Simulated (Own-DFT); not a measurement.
# How strain changes the stress of wurtzite GaN, 96 atoms (Ga48N48)

These are calculations, not measurements. The program, named Own-DFT, is a retired in-house plane-wave density functional code that no person has reviewed. Each row is one single-point run on a periodic cell that was not relaxed, without spin or spin-orbit coupling.

Settings of every run: PBE; PseudoDojo norm-conserving scalar-relativistic files (stringent for Ga); cutoff 96 hartree; 3 x 4 x 3 k mesh centred on Gamma; Gaussian smearing of 0.01 eV.

Known limits: forces on such cells passed a denser k mesh, each cell not checked; stress not checked against mesh or cutoff.

Unstrained cell vectors in Å: (12.756, 0.000, 0.000); (-4.784, 8.285, 0.000); (0.000, 0.000, 10.370). The unstrained cell has measured lattice constants (interpolated for alloys), not those of this functional. That, the random moves and any unrelaxed bonds set the pressure at no strain. Each run strains this cell uniformly, with the atoms carried along. Every atom was also moved at random, by a Gaussian of width 0.05 Å on each axis. Strain is the symmetric tensor, in per cent. Stress is positive in tension, and the pressure is minus a third of its trace.

| run | e_xx (%) | e_yy (%) | e_zz (%) | e_yz (%) | e_xz (%) | e_xy (%) | s_xx (GPa) | s_yy (GPa) | s_zz (GPa) | s_yz (GPa) | s_xz (GPa) | s_xy (GPa) | P (GPa) | E (meV/atom) |
|---|---|---|---|---|---|---|---|---|---|---|---|---|---|---|
| 1 | 0.80 | -1.51 | -0.38 | -1.85 | 1.88 | 0.76 | -5.79 | -14.61 | -8.78 | -4.13 | 4.17 | 1.91 | 9.73 | 34.9 |
| 2 | 1.13 | 1.74 | -1.92 | 1.70 | -1.86 | -0.50 | -3.56 | -0.28 | -13.85 | 3.79 | -3.42 | -1.68 | 5.89 | 35.9 |
| 3 | -1.19 | 1.62 | -0.11 | -0.60 | 1.91 | 0.50 | -10.00 | -2.95 | -7.19 | -0.90 | 3.98 | 0.58 | 6.71 | 23.0 |
| 4 | -0.47 | -0.55 | -0.51 | 0.99 | -1.24 | -0.96 | -10.30 | -10.03 | -10.23 | 1.77 | -2.39 | -2.64 | 10.19 | 26.1 |
| 5 | -0.43 | 0.01 | -1.75 | -0.81 | 0.74 | 1.36 | -10.42 | -8.45 | -17.46 | -2.20 | 1.71 | 5.70 | 12.11 | 40.6 |
| 6 | 0.64 | 1.43 | -0.55 | 0.52 | 1.39 | -0.03 | -3.18 | -0.70 | -8.54 | 0.81 | 2.54 | -0.08 | 4.14 | 7.0 |
| 7 | -1.66 | 1.41 | -1.76 | -0.66 | -1.74 | -0.13 | -13.33 | -4.31 | -16.40 | -1.65 | -4.42 | -0.22 | 11.35 | 34.9 |
| 8 | -1.53 | -0.80 | -1.79 | -0.47 | -1.46 | -0.53 | -18.47 | -14.12 | -16.52 | -0.21 | -3.58 | -3.45 | 16.37 | 57.5 |
| 9 | -0.01 | 1.95 | -0.12 | 0.52 | 0.96 | -1.67 | -5.62 | -0.82 | -5.59 | 1.53 | 2.22 | -5.73 | 4.01 | 20.3 |
| 10 | -1.58 | -1.95 | -1.51 | -1.77 | 0.65 | -0.44 | -19.27 | -17.29 | -18.76 | -3.90 | 0.87 | -2.55 | 18.44 | 61.5 |
| 11 | -0.69 | 0.13 | -1.24 | 1.00 | -1.71 | 0.59 | -11.41 | -8.25 | -13.47 | 1.17 | -4.37 | 1.09 | 11.04 | 32.0 |
| 12 | 0.03 | -1.87 | 1.08 | 1.84 | 0.42 | 1.91 | -8.21 | -14.08 | -4.45 | 4.17 | 1.69 | 5.06 | 8.91 | 31.0 |
| 13 | -1.45 | -0.20 | 0.90 | 1.57 | 0.15 | -0.48 | -12.67 | -8.83 | -5.11 | 3.10 | 0.88 | -2.52 | 8.87 | 27.5 |
| 14 | -1.07 | 1.09 | -1.25 | 1.14 | -0.20 | -0.60 | -11.71 | -3.57 | -12.86 | 2.50 | -0.43 | -1.52 | 9.38 | 15.5 |
| 15 | 0.75 | 1.28 | -0.13 | -0.61 | 0.45 | -0.85 | -2.63 | 0.26 | -7.52 | -1.54 | 0.27 | -2.01 | 3.30 | 0.0 |
| 16 | 0.57 | -1.09 | 0.47 | 1.61 | 0.19 | 0.04 | -6.12 | -9.75 | -6.06 | 3.78 | 0.92 | 0.33 | 7.31 | 21.0 |
| 17 | -0.68 | 1.38 | -1.86 | 0.23 | -1.10 | 1.82 | ? | ? | ? | ? | ? | ? | ? | ? |

E is the free energy for each atom above the lowest run shown.

## Worked fit

Each stress component was fitted by least squares to a constant and the strains of the runs shown, as fractions, with shears doubled. Shear strains stay in the fit of a normal stress only where such slopes are resolved. The slopes, in GPa:

```
stress  at no strain  per e_xx  per e_yy  per e_zz  scatter
  s_xx          -7.3  415 ± 22  141 ± 15  133 ± 22     0.77
  s_yy          -7.2  108 ± 29  408 ± 20   65 ± 29     1.03
  s_zz          -7.5   86 ± 25   90 ± 18  466 ± 25     0.91
```

Each shear stress against twice its own strain: yz 111 ± 9, xz 116 ± 7, xy 163 ± 15 GPa. These are stiffnesses along x, y and z of the frame in which the cell vectors are given, which need not be the crystal's axes. The atoms are held to the strained lattice; where symmetry lets them move under strain, relaxing them would lower some slopes. The table should be nearly symmetric about its diagonal, and what it lacks of that shows the noise. A ninth of its sum, 212 ± 4 GPa, estimates the bulk modulus near the mean pressure of these runs, 9.2 GPa, so it lies above the value at zero pressure.

## Withheld run

Question: what normal stresses and pressure should run 17 give?

The fit gives s_xx = -10.6, s_yy = -3.5, s_zz = -15.5 and P = 9.9 GPa. The calculation gave -9.89, -3.07, -16.32 and P = 9.76 GPa.
